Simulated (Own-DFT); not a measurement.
# Point defects and the pressure they add: zincblende GaAs

Calculated, not measured: single-point runs of Own-DFT, a retired in-house plane-wave DFT program that no person has reviewed, on unrelaxed cells, without spin or spin-orbit coupling.

Settings: PBE; PseudoDojo norm-conserving scalar-relativistic files; cutoff 42 hartree; 3 x 3 x 3 k mesh centred on Gamma; Fermi-Dirac smearing of 0.1 eV.

Keep in mind (not all hold for every row): not probed for a lower state with spin; forces not confirmed at this smearing and k mesh; stress not checked against mesh or cutoff.

All runs share one cell, with vectors in Å (10.862, 0.000, 0.000); (0.000, 10.862, 0.000); (0.000, 0.000, 11.796) and a volume of 1391.7 Å³, strained against the parent crystal. u is the rms random offset of the atoms per axis. The defect's site can differ from row to row.

```
cell,formula,u (Å),P (GPa)
no defect,As32Ga32,0.0259,6.61
no defect,As32Ga32,0.0497,7.13
no defect,As32Ga32,0.0555,7.13
one P on an As site,As31Ga32P,0.0286,6.34
one P on an As site,As31Ga32P,0.0290,6.36
one P on an As site,As31Ga32P,0.0478,6.52
one P on an As site,As31Ga32P,0.0490,?
one In on a Ga site,As32Ga31In,0.0284,7.37
one In on a Ga site,As32Ga31In,0.0294,7.43
one In on a Ga site,As32Ga31In,0.0301,7.45
one Al on a Ga site,AlAs32Ga31,0.0305,6.67
one Al on a Ga site,AlAs32Ga31,0.0318,6.66
one Al on a Ga site,AlAs32Ga31,0.0502,7.06
one As vacancy and one Ga vacancy,As31Ga31,0.0290,5.88
one As vacancy and one Ga vacancy,As31Ga31,0.0510,6.46
one As vacancy and one Ga vacancy,As31Ga31,0.0519,6.27
```

## Working it out

P = P0 + c u² + a shift for each defect gives P0 = 6.49 GPa, c = 227 ± 28 GPa/Å² and a scatter of 0.08 GPa. The shifts, and each times the cell's volume:

- one In on a Ga site: 0.73 ± 0.07 GPa, 6.4 eV
- one Al on a Ga site: -0.02 ± 0.07 GPa, -0.2 eV (not resolved)
- one P on an As site: -0.38 ± 0.07 GPa, -3.3 eV
- one As vacancy and one Ga vacancy: -0.75 ± 0.07 GPa, -6.5 eV

Positive is outwards. The product with the volume (160.2 GPa Å³ to the eV) is nearly free of the cell's size; divided by the bulk modulus at the cell's pressure it gives the volume that the defect adds. The atoms around the defects weren't relaxed, which would change these numbers.

## The run left out

The question: what pressure belongs in the blank (one P on an As site, u = 0.0490 Å)?

The fit gives 6.65 ± 0.10 GPa. Computed: 6.68 GPa.
